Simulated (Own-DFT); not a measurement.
Al3GaN4 (wurtzite random alloy, strained, atoms displaced) (calculated)

Computed with Own-DFT development build. A calculation, not a measurement: plane-wave PBE density functional theory by an unreviewed code, no spin, of a simulated periodic cell, stress positive in tension, free energy of the whole cell less one offset for each atom, forces on such cells passed a denser k mesh, this cell's mesh not checked; offsets are fitted by least squares, one for each functional and potential file, so energies compare only between cells with the same atoms and settings and are not formation energies; the far tail of each file's local potential was reset to the Coulomb form; each entry is a single point on an unrelaxed cell, so the pressure reflects the starting lattice, mostly measured values, from which strain is counted, and rises with the displacements; printed positions are rounded, which can move forces by about a meV/angstrom; the program is a retired in-house code; no spin-orbit coupling.

Settings shared by all entries: functional PBE; potential files PseudoDojo norm-conserving, scalar-relativistic, standard set with the stringent files for Ga; wave cutoff 96 hartree; occupations Gaussian; smearing width 0.01 eV; k mesh 4 x 4 x 3 centred on Gamma.

(1) Al3GaN4 (wurtzite random alloy, strained, atoms displaced)

```cif
# cell vector a (Å): 9.5816 0.0000 0.0000
# cell vector b (Å): -4.7908 8.2979 0.0000
# cell vector c (Å): 0.0000 0.0000 10.0655
data_Al3GaN4
_symmetry_space_group_name_H-M 'P 1'
_symmetry_Int_Tables_number 1
_cell_length_a 9.5816
_cell_length_b 9.5816
_cell_length_c 10.0655
_cell_angle_alpha 90.000
_cell_angle_beta 90.000
_cell_angle_gamma 120.000
_cell_volume 800.28
loop_
_atom_site_label
_atom_site_type_symbol
_atom_site_fract_x
_atom_site_fract_y
_atom_site_fract_z
_atom_site_occupancy
Al1 Al 0.12158 0.23191 0.99820 1
Al2 Al 0.22019 0.11588 0.24437 1
N1 N 0.10231 0.21691 0.18868 1
N2 N 0.22509 0.11182 0.44444 1
Al3 Al 0.11139 0.22925 0.49852 1
Ga1 Ga 0.21466 0.11143 0.74665 1
N3 N 0.10912 0.22676 0.68458 1
N4 N 0.21560 0.10465 0.93710 1
Al4 Al 0.11360 0.55234 0.00368 1
Al5 Al 0.22395 0.44071 0.24826 1
N5 N 0.09812 0.53746 0.18128 1
N6 N 0.22611 0.44750 0.43759 1
Ga2 Ga 0.11778 0.56315 0.49782 1
Al6 Al 0.22661 0.44475 0.74434 1
N7 N 0.11324 0.55776 0.68340 1
N8 N 0.21965 0.44226 0.94087 1
Al7 Al 0.10759 0.88860 0.00448 1
Ga3 Ga 0.22638 0.78037 0.25418 1
N9 N 0.10972 0.89139 0.19231 1
N10 N 0.22813 0.78155 0.43588 1
Al8 Al 0.11366 0.89032 0.49624 1
Al9 Al 0.21460 0.77381 0.75289 1
N11 N 0.10140 0.88489 0.69651 1
N12 N 0.22408 0.78257 0.94557 1
Al10 Al 0.45298 0.22868 0.00698 1
Al11 Al 0.55425 0.11355 0.25240 1
N13 N 0.44376 0.22527 0.19579 1
N14 N 0.56130 0.11488 0.44148 1
Ga4 Ga 0.44872 0.22624 0.50696 1
Al12 Al 0.55426 0.10676 0.74633 1
N15 N 0.43779 0.21516 0.70041 1
N16 N 0.55524 0.11069 0.94434 1
Al13 Al 0.44758 0.55761 0.00194 1
Al14 Al 0.55784 0.44498 0.24625 1
N17 N 0.44931 0.55502 0.18242 1
N18 N 0.54596 0.42984 0.44236 1
Al15 Al 0.44935 0.54309 0.49668 1
Al16 Al 0.55778 0.44905 0.75151 1
N19 N 0.43477 0.55547 0.68582 1
N20 N 0.54534 0.44296 0.94928 1
Ga5 Ga 0.44702 0.89055 0.99855 1
Al17 Al 0.55031 0.77693 0.24981 1
N21 N 0.44644 0.88600 0.19511 1
N22 N 0.55982 0.78164 0.44709 1
Al18 Al 0.44664 0.88431 0.50439 1
Al19 Al 0.55401 0.77221 0.75074 1
N23 N 0.43763 0.88890 0.68492 1
N24 N 0.56467 0.77908 0.94863 1
Ga6 Ga 0.77570 0.22601 0.00639 1
Al20 Al 0.89587 0.10694 0.24719 1
N25 N 0.77795 0.22056 0.19432 1
N26 N 0.87774 0.10207 0.43378 1
Al21 Al 0.78185 0.22192 0.49004 1
Al22 Al 0.89751 0.10906 0.74630 1
N27 N 0.78317 0.23399 0.68863 1
N28 N 0.88077 0.10833 0.93774 1
Ga7 Ga 0.78426 0.55294 0.00636 1
Al23 Al 0.89052 0.44756 0.24696 1
N29 N 0.78091 0.55738 0.19311 1
N30 N 0.87773 0.43157 0.44008 1
Ga8 Ga 0.76812 0.55919 0.49794 1
Al24 Al 0.88947 0.44580 0.75419 1
N31 N 0.77561 0.55437 0.69083 1
N32 N 0.88305 0.43230 0.93565 1
Al25 Al 0.77331 0.88039 0.00196 1
Al26 Al 0.89223 0.77928 0.24844 1
N33 N 0.77746 0.88516 0.17844 1
N34 N 0.89125 0.77677 0.43474 1
Al27 Al 0.77258 0.88308 0.51246 1
Ga9 Ga 0.89096 0.78678 0.75130 1
N35 N 0.76291 0.87834 0.68659 1
N36 N 0.88570 0.77775 0.94098 1
```

Results for Al3GaN4 (wurtzite random alloy, strained, atoms displaced): free energy of cell above offsets -23.377 eV; pressure -1.65 GPa; stress xx 4.99 GPa; stress yy 4.43 GPa; stress zz -4.46 GPa; stress yz 0.95 GPa; stress xz 0.71 GPa; stress xy -0.58 GPa.

Force:
| element | x (eV/Å) | y (eV/Å) | z (eV/Å) |
| --- | --- | --- | --- |
| Al | -1.182 | -2.238 | -0.334 |
| Al | 0.495 | -0.521 | 1.123 |
| N | 1.821 | 1.256 | -0.12 |
| N | -1.304 | -0.081 | -0.858 |
| Al | 0.011 | -1.19 | -0.967 |
| Ga | 0.747 | -0.244 | 0.366 |
| N | -0.049 | 0.139 | 0.091 |
| N | 0.242 | 1.02 | 1.982 |
| Al | -0.603 | 0.27 | -1.836 |
| Al | -0.525 | 0.154 | -0.435 |
| N | 1.145 | 1.195 | 1.933 |
| N | 0.837 | -0.503 | -0.373 |
| Ga | -1.057 | -1.172 | -0.664 |
| Al | -1.664 | -0.004 | 0.702 |
| N | -0.116 | -0.043 | 2.551 |
| N | 0.692 | 1.136 | -0.661 |
| Al | 0.12 | 0.227 | -0.836 |
| Ga | -0.449 | -0.571 | -2.042 |
| N | 0.062 | 0.264 | -0.09 |
| N | -0.355 | 0.652 | 2.068 |
| Al | -0.258 | -0.049 | 0.472 |
| Al | 0.392 | 0.508 | -0.15 |
| N | 1.939 | 0.308 | -2.02 |
| N | -0.793 | -1.493 | -0.597 |
| Al | -0.873 | -1.325 | -1.252 |
| Al | 0.69 | -0.298 | 0.231 |
| N | 0.128 | -0.296 | -0.499 |
| N | -0.214 | -1.249 | 0.001 |
| Ga | 0.387 | -2.627 | 0.279 |
| Al | 0.44 | 0.891 | 0.461 |
| N | 0.813 | 1.542 | -0.192 |
| N | -0.989 | 0.621 | -0.831 |
| Al | -0.692 | 0.142 | -0.969 |
| Al | -0.082 | -0.003 | 0.278 |
| N | -0.847 | -0.106 | 2.452 |
| N | -0.151 | 2.755 | -1.817 |
| Al | -2.145 | 1.76 | 0.214 |
| Al | -0.228 | -0.912 | 0.582 |
| N | 2.102 | -0.104 | 0.419 |
| N | 1.235 | -0.016 | -1.279 |
| Ga | 0.21 | -0.069 | 0.476 |
| Al | 1.627 | 0.156 | 0.261 |
| N | -0.187 | 0.904 | -0.033 |
| N | 0.169 | -1.715 | -1.033 |
| Al | -0.271 | 1.089 | -1.327 |
| Al | -1.37 | 0.325 | 0.337 |
| N | 0.496 | -0.574 | 1.987 |
| N | -1.372 | -1.367 | -2.043 |
| Ga | 0.925 | -1.832 | -0.702 |
| Al | -2.291 | -0.875 | -0.245 |
| N | -0.255 | 0.089 | 0.97 |
| N | 1.68 | 0.265 | 1.139 |
| Al | -0.636 | -0.549 | 1.491 |
| Al | -2.702 | 0.522 | 0.796 |
| N | 0.324 | -1.922 | -0.356 |
| N | 1.866 | -0.296 | -0.152 |
| Ga | -0.9 | 0.261 | -1.541 |
| Al | -0.141 | -1.369 | 1.198 |
| N | -0.145 | -0.159 | 1.123 |
| N | 0.497 | 2.364 | -1.166 |
| Ga | 2.049 | -0.877 | 0.219 |
| Al | 0.022 | -0.263 | -1.935 |
| N | -0.369 | -0.023 | 0.79 |
| N | 0.667 | 2.747 | 0.722 |
| Al | 0.651 | 1.901 | -1.32 |
| Al | -0.89 | 0.165 | -0.339 |
| N | 0.012 | -0.041 | 3.195 |
| N | -0.532 | 0.984 | 0.809 |
| Al | 0.43 | 0.688 | -3.829 |
| Ga | -0.731 | -1.911 | 0.216 |
| N | 0.71 | 1.569 | 1.985 |
| N | 0.732 | 0.019 | 0.923 |

(2) Al3GaN4 (wurtzite random alloy, strained, atoms displaced)

```cif
# cell vector a (Å): 9.5816 0.0000 0.0000
# cell vector b (Å): -4.7908 8.2979 0.0000
# cell vector c (Å): 0.0000 0.0000 10.0655
data_Al3GaN4
_symmetry_space_group_name_H-M 'P 1'
_symmetry_Int_Tables_number 1
_cell_length_a 9.5816
_cell_length_b 9.5816
_cell_length_c 10.0655
_cell_angle_alpha 90.000
_cell_angle_beta 90.000
_cell_angle_gamma 120.000
_cell_volume 800.28
loop_
_atom_site_label
_atom_site_type_symbol
_atom_site_fract_x
_atom_site_fract_y
_atom_site_fract_z
_atom_site_occupancy
Al1 Al 0.11281 0.22924 0.00200 1
Ga1 Ga 0.21480 0.10659 0.23951 1
N1 N 0.11345 0.21538 0.19957 1
N2 N 0.22626 0.11461 0.44400 1
Al2 Al 0.11030 0.22520 0.50150 1
Ga2 Ga 0.21940 0.11281 0.75507 1
N3 N 0.11729 0.22985 0.69420 1
N4 N 0.22930 0.11241 0.93333 1
Ga3 Ga 0.11629 0.56529 0.00942 1
Al3 Al 0.22457 0.44891 0.25511 1
N5 N 0.11130 0.54358 0.19216 1
N6 N 0.22583 0.45015 0.42335 1
Ga4 Ga 0.11925 0.56135 0.49840 1
Al4 Al 0.22739 0.46321 0.74622 1
N7 N 0.10377 0.55739 0.68780 1
N8 N 0.21883 0.43145 0.94345 1
Al5 Al 0.11375 0.88913 0.00173 1
Al6 Al 0.21777 0.77127 0.24793 1
N9 N 0.11590 0.89013 0.18028 1
N10 N 0.22438 0.78202 0.42931 1
Ga5 Ga 0.10600 0.88797 0.49748 1
Al7 Al 0.22185 0.77999 0.75122 1
N11 N 0.11682 0.89170 0.68800 1
N12 N 0.22135 0.77946 0.93198 1
Al8 Al 0.44575 0.23396 0.00259 1
Al9 Al 0.54426 0.11836 0.24341 1
N13 N 0.45060 0.22752 0.19059 1
N14 N 0.55480 0.11326 0.43159 1
Al10 Al 0.43667 0.23260 0.49611 1
Al11 Al 0.55080 0.10963 0.75544 1
N15 N 0.45199 0.22408 0.69265 1
N16 N 0.55545 0.11313 0.94199 1
Al12 Al 0.44698 0.56161 0.00523 1
Al13 Al 0.55217 0.44044 0.25585 1
N17 N 0.43759 0.55672 0.18277 1
N18 N 0.56361 0.45061 0.43836 1
Al14 Al 0.44522 0.56313 0.50146 1
Al15 Al 0.55856 0.45113 0.76040 1
N19 N 0.45018 0.55766 0.69394 1
N20 N 0.56383 0.44365 0.93870 1
Al16 Al 0.45264 0.90404 0.99300 1
Al17 Al 0.56118 0.78203 0.24795 1
N21 N 0.44111 0.89191 0.18965 1
N22 N 0.55498 0.78102 0.44454 1
Al18 Al 0.43801 0.88144 0.50121 1
Al19 Al 0.55597 0.77986 0.74833 1
N23 N 0.44960 0.89630 0.68585 1
N24 N 0.54315 0.77300 0.93092 1
Al20 Al 0.77292 0.21907 0.00192 1
Al21 Al 0.89125 0.11899 0.25448 1
N25 N 0.77501 0.22249 0.19498 1
N26 N 0.88967 0.10029 0.44129 1
Al22 Al 0.78149 0.22173 0.49673 1
Ga6 Ga 0.89313 0.11368 0.75638 1
N27 N 0.78265 0.22595 0.68298 1
N28 N 0.90647 0.11734 0.93557 1
Al23 Al 0.78976 0.55933 0.99688 1
Al24 Al 0.88987 0.44132 0.24954 1
N29 N 0.77964 0.55764 0.18677 1
N30 N 0.89406 0.44679 0.43507 1
Al25 Al 0.77675 0.54513 0.50122 1
Ga7 Ga 0.89051 0.44142 0.74580 1
N31 N 0.77032 0.55426 0.68232 1
N32 N 0.88513 0.44011 0.94477 1
Ga8 Ga 0.77915 0.89705 0.99739 1
Ga9 Ga 0.88077 0.76795 0.24555 1
N33 N 0.77930 0.88575 0.19557 1
N34 N 0.88919 0.77309 0.43634 1
Al26 Al 0.77303 0.88556 0.49627 1
Al27 Al 0.89426 0.78140 0.75081 1
N35 N 0.77923 0.89254 0.69161 1
N36 N 0.88288 0.76495 0.93714 1
```

It finds free energy of cell above offsets -22.676 eV; pressure -1.24 GPa; stress xx 6.04 GPa; stress yy 4.35 GPa; stress zz -6.66 GPa; stress yz 0.48 GPa; stress xz -0.72 GPa; stress xy 0.18 GPa.

Force:
| element | x (eV/Å) | y (eV/Å) | z (eV/Å) |
| --- | --- | --- | --- |
| Al | 1.387 | -1.348 | 0.601 |
| Ga | 2.011 | -0.401 | 2.049 |
| N | -2.943 | 2.171 | -1.848 |
| N | -1.342 | 0.392 | -0.695 |
| Al | 0.554 | -0.536 | -0.202 |
| Ga | 1.097 | 0.565 | -2.557 |
| N | -0.567 | 1.309 | -1.372 |
| N | -0.65 | -0.142 | 4.168 |
| Ga | 0.402 | -1.369 | -2.056 |
| Al | 0.864 | -0.992 | -4.127 |
| N | -1.277 | 1.324 | 1.248 |
| N | 0.916 | -0.55 | 5.565 |
| Ga | -0.965 | -0.094 | -0.94 |
| Al | 0.718 | -2.136 | 1.296 |
| N | 2.269 | 1.37 | 0.495 |
| N | 0.17 | 3.136 | -1.012 |
| Al | -0.397 | 0.145 | -2.132 |
| Al | 0.444 | 0.758 | -0.905 |
| N | 0.193 | -1.436 | 1.209 |
| N | 0.435 | -0.241 | 1.344 |
| Ga | 0.581 | 0.503 | -0.18 |
| Al | 0.024 | 0.363 | -1.369 |
| N | -0.629 | -1.021 | 0.979 |
| N | 0.383 | 0.798 | 1.47 |
| Al | 0.406 | -0.786 | -0.837 |
| Al | 2.731 | -1.85 | 1.632 |
| N | -1.799 | 0.933 | -1.055 |
| N | -0.131 | 0.088 | 1.047 |
| Al | 2.584 | -1.056 | 1.186 |
| Al | 0.495 | 1.037 | -1.86 |
| N | -0.713 | 0.866 | -0.363 |
| N | 0.231 | 0.94 | 0.07 |
| Al | 0.018 | -0.987 | -2.133 |
| Al | 0.113 | 1.238 | -1.569 |
| N | 1.203 | 0.248 | 2.467 |
| N | -1.531 | -0.085 | 0.429 |
| Al | 0.924 | -0.674 | -0.344 |
| Al | 0.527 | -1.163 | -2.251 |
| N | -1.252 | 0.364 | -0.744 |
| N | -0.831 | 1.076 | 1.751 |
| Al | -0.506 | -2.544 | 1.186 |
| Al | -1.321 | -0.161 | 0.106 |
| N | 0.531 | -0.204 | -0.834 |
| N | 0.028 | -0.645 | -0.764 |
| Al | -0.201 | 2.347 | -1.322 |
| Al | 0.354 | 0.419 | -0.911 |
| N | -0.407 | -1.26 | 1.113 |
| N | 0.335 | 0.954 | 1.458 |
| Al | 0.812 | 0.769 | 0.082 |
| Al | 0.306 | -1.186 | -0.225 |
| N | 0.303 | -0.326 | -0.911 |
| N | -0.578 | 1.624 | 0.015 |
| Al | -0.924 | -0.596 | -0.664 |
| Ga | -0.257 | 0.319 | -2.946 |
| N | -0.69 | -1.233 | 0.874 |
| N | -2.197 | -0.144 | 3.017 |
| Al | -1.323 | -1.35 | 0.507 |
| Al | -0.581 | 0.377 | -0.392 |
| N | 0.16 | -2.278 | -0.121 |
| N | -0.215 | -0.763 | 0.557 |
| Al | 0.021 | 1.17 | -0.867 |
| Ga | -1.698 | 0.015 | 0.744 |
| N | 0.519 | 0.78 | 1.606 |
| N | 0.574 | -0.148 | -0.16 |
| Ga | 0.411 | -1.369 | 0.098 |
| Ga | 1.017 | 1.226 | 0.502 |
| N | -1.382 | 1.458 | -0.676 |
| N | -1.262 | -0.541 | 0.94 |
| Al | 1.063 | -0.101 | 0.779 |
| Al | -0.467 | -0.591 | -1.065 |
| N | 0.29 | -1.037 | -0.281 |
| N | 0.628 | 2.264 | 0.099 |

(3) Al3GaN4 (wurtzite random alloy, strained, atoms displaced)

```cif
# cell vector a (Å): 9.5816 0.0000 0.0000
# cell vector b (Å): -4.7908 8.2979 0.0000
# cell vector c (Å): 0.0000 0.0000 10.0655
data_Al3GaN4
_symmetry_space_group_name_H-M 'P 1'
_symmetry_Int_Tables_number 1
_cell_length_a 9.5816
_cell_length_b 9.5816
_cell_length_c 10.0655
_cell_angle_alpha 90.000
_cell_angle_beta 90.000
_cell_angle_gamma 120.000
_cell_volume 800.28
loop_
_atom_site_label
_atom_site_type_symbol
_atom_site_fract_x
_atom_site_fract_y
_atom_site_fract_z
_atom_site_occupancy
Ga1 Ga 0.10726 0.22508 0.00045 1
Al1 Al 0.22899 0.10604 0.24891 1
N1 N 0.10598 0.22278 0.18570 1
N2 N 0.22467 0.11805 0.44132 1
Ga2 Ga 0.10946 0.21944 0.50003 1
Al2 Al 0.21692 0.10975 0.75420 1
N3 N 0.11879 0.22738 0.69784 1
N4 N 0.21993 0.11714 0.94673 1
Al3 Al 0.11182 0.56094 0.00784 1
Al4 Al 0.21720 0.44083 0.24902 1
N5 N 0.11420 0.55700 0.19075 1
N6 N 0.21817 0.44518 0.43756 1
Al5 Al 0.11220 0.55563 0.50232 1
Al6 Al 0.22058 0.45081 0.75128 1
N7 N 0.10870 0.55168 0.68227 1
N8 N 0.22247 0.44851 0.94543 1
Al7 Al 0.12392 0.89247 0.99843 1
Al8 Al 0.22648 0.78127 0.25129 1
N9 N 0.10710 0.88127 0.18960 1
N10 N 0.22585 0.78384 0.43495 1
Al9 Al 0.11020 0.88489 0.50239 1
Al10 Al 0.22431 0.77622 0.75193 1
N11 N 0.11641 0.88843 0.67993 1
N12 N 0.22359 0.77802 0.94319 1
Al11 Al 0.44425 0.22441 0.99964 1
Al12 Al 0.54877 0.10358 0.25015 1
N13 N 0.44062 0.22326 0.19178 1
N14 N 0.55677 0.10638 0.43568 1
Ga3 Ga 0.43962 0.22350 0.49805 1
Al13 Al 0.55425 0.12243 0.74578 1
N15 N 0.45461 0.22500 0.68696 1
N16 N 0.54971 0.11155 0.93714 1
Al14 Al 0.44113 0.56937 0.99749 1
Ga4 Ga 0.55313 0.43986 0.24967 1
N17 N 0.45295 0.56032 0.19644 1
N18 N 0.55320 0.44118 0.44822 1
Al15 Al 0.44448 0.54758 0.50223 1
Al16 Al 0.56154 0.45181 0.74014 1
N19 N 0.43790 0.54889 0.69065 1
N20 N 0.54836 0.43852 0.93846 1
Al17 Al 0.44679 0.88863 0.00166 1
Al18 Al 0.54545 0.77344 0.24719 1
N21 N 0.44300 0.89145 0.19163 1
N22 N 0.56139 0.77558 0.43976 1
Al19 Al 0.44151 0.88515 0.49911 1
Ga5 Ga 0.54923 0.77461 0.75504 1
N23 N 0.45078 0.89671 0.68517 1
N24 N 0.55521 0.76956 0.93179 1
Al20 Al 0.77251 0.22008 0.99716 1
Al21 Al 0.89496 0.11065 0.24381 1
N25 N 0.77435 0.23007 0.18398 1
N26 N 0.88564 0.10721 0.43498 1
Al22 Al 0.77237 0.21246 0.49732 1
Al23 Al 0.88456 0.10990 0.75807 1
N27 N 0.77679 0.22890 0.68799 1
N28 N 0.88956 0.10386 0.93889 1
Al24 Al 0.78256 0.55817 0.99402 1
Ga6 Ga 0.87876 0.43636 0.24962 1
N29 N 0.77759 0.55804 0.19224 1
N30 N 0.90013 0.45145 0.44184 1
Ga7 Ga 0.78502 0.56018 0.49311 1
Ga8 Ga 0.88934 0.43704 0.74224 1
N31 N 0.78089 0.55330 0.68693 1
N32 N 0.88615 0.44715 0.93734 1
Al25 Al 0.77811 0.88385 0.00348 1
Ga9 Ga 0.88835 0.77439 0.24410 1
N33 N 0.78127 0.89817 0.18377 1
N34 N 0.89742 0.77962 0.44876 1
Al26 Al 0.77545 0.88122 0.49656 1
Al27 Al 0.89358 0.78322 0.74751 1
N35 N 0.77399 0.89068 0.69158 1
N36 N 0.88976 0.77961 0.94606 1
```

Results for Al3GaN4 (wurtzite random alloy, strained, atoms displaced): free energy of cell above offsets -23.788 eV; pressure -1.71 GPa; stress xx 5.1 GPa; stress yy 3.63 GPa; stress zz -3.61 GPa; stress yz -0.42 GPa; stress xz -0.26 GPa; stress xy -0.04 GPa.

Force:
| element | x (eV/Å) | y (eV/Å) | z (eV/Å) |
| --- | --- | --- | --- |
| Ga | 0.288 | 0.205 | -0.523 |
| Al | -1.995 | 0.128 | 0.084 |
| N | 1.292 | 0.054 | 1.962 |
| N | -0.069 | -2.19 | -1.156 |
| Ga | -0.771 | 0.559 | 0.349 |
| Al | 1.121 | 0.534 | -0.464 |
| N | -1.221 | -0.491 | 0.173 |
| N | 1.676 | -1.451 | -0.956 |
| Al | -0.322 | -1.031 | -1.079 |
| Al | 0.425 | 0.374 | -0.035 |
| N | 0.158 | 0.529 | 0.395 |
| N | 0.835 | 0.465 | 0.299 |
| Al | 0.365 | 0.413 | -1.858 |
| Al | 0.66 | -0.96 | 0.14 |
| N | 1.078 | 1.443 | 1.711 |
| N | -0.756 | 1.244 | -0.817 |
| Al | -1.99 | 0.113 | 0.439 |
| Al | -0.8 | -1.107 | -0.416 |
| N | 1.555 | 1.472 | -0.279 |
| N | 0.124 | -0.589 | 1.155 |
| Al | 0.694 | 1.029 | -1.762 |
| Al | 0.001 | 0.292 | -0.994 |
| N | -0.305 | 0.22 | 3.246 |
| N | 0.652 | 0.072 | -0.55 |
| Al | -0.346 | 0.415 | -0.246 |
| Al | 0.482 | 1.67 | -0.291 |
| N | 0.976 | -1.503 | -0.552 |
| N | -0.149 | -0.137 | 0.256 |
| Ga | 1.4 | -0.744 | 0.303 |
| Al | 1.582 | -1.391 | 0.344 |
| N | -2.459 | 0.478 | 1.003 |
| N | 0.612 | -0.579 | 0.458 |
| Al | 1.719 | -3.216 | 0.898 |
| Ga | 0.124 | 0.852 | 0.355 |
| N | -2.042 | -0.214 | -1.501 |
| N | 0.122 | 1.045 | -0.962 |
| Al | -1.207 | 0.946 | -0.656 |
| Al | 0.016 | -1.022 | 1.286 |
| N | 0.027 | 0.21 | -0.224 |
| N | 0.28 | 1.471 | -0.104 |
| Al | -0.113 | 0.461 | -0.848 |
| Al | 1.506 | 0.873 | 1.062 |
| N | 0.388 | -0.689 | -0.757 |
| N | -1.128 | -0.526 | -0.194 |
| Al | 0.768 | 0.279 | -0.394 |
| Ga | 0.383 | 0.439 | -3.4 |
| N | -1.19 | -0.428 | 0.939 |
| N | -0.631 | 2.21 | 3.938 |
| Al | 0.193 | 0.522 | -0.392 |
| Al | -1.359 | 0.411 | 0.515 |
| N | 0.4 | -2.916 | 0.059 |
| N | -0.226 | -0.451 | 0.135 |
| Al | 0.35 | 1.04 | -0.132 |
| Al | 0.286 | 0.15 | -1.987 |
| N | 0.688 | -3.072 | -0.316 |
| N | -2.057 | 0.092 | 0.751 |
| Al | -1.282 | -0.604 | 0.292 |
| Ga | 0.915 | 1.761 | 0.403 |
| N | -0.087 | -0.844 | -1.209 |
| N | -0.427 | -1.741 | 0.074 |
| Ga | -0.114 | -1.058 | 0.816 |
| Ga | -0.736 | 1.874 | 0.955 |
| N | -0.841 | 1.42 | 0.819 |
| N | 1.204 | -0.408 | 0.891 |
| Al | 0.032 | 0.375 | -1.41 |
| Ga | -0.61 | 0.818 | 0.902 |
| N | -0.905 | -1.131 | 1.138 |
| N | -1.134 | 1.013 | -1.23 |
| Al | 0.016 | 0.959 | 0.529 |
| Al | -0.324 | -0.713 | 0.045 |
| N | 1.224 | 0.156 | -0.329 |
| N | 0.977 | 0.118 | -1.099 |
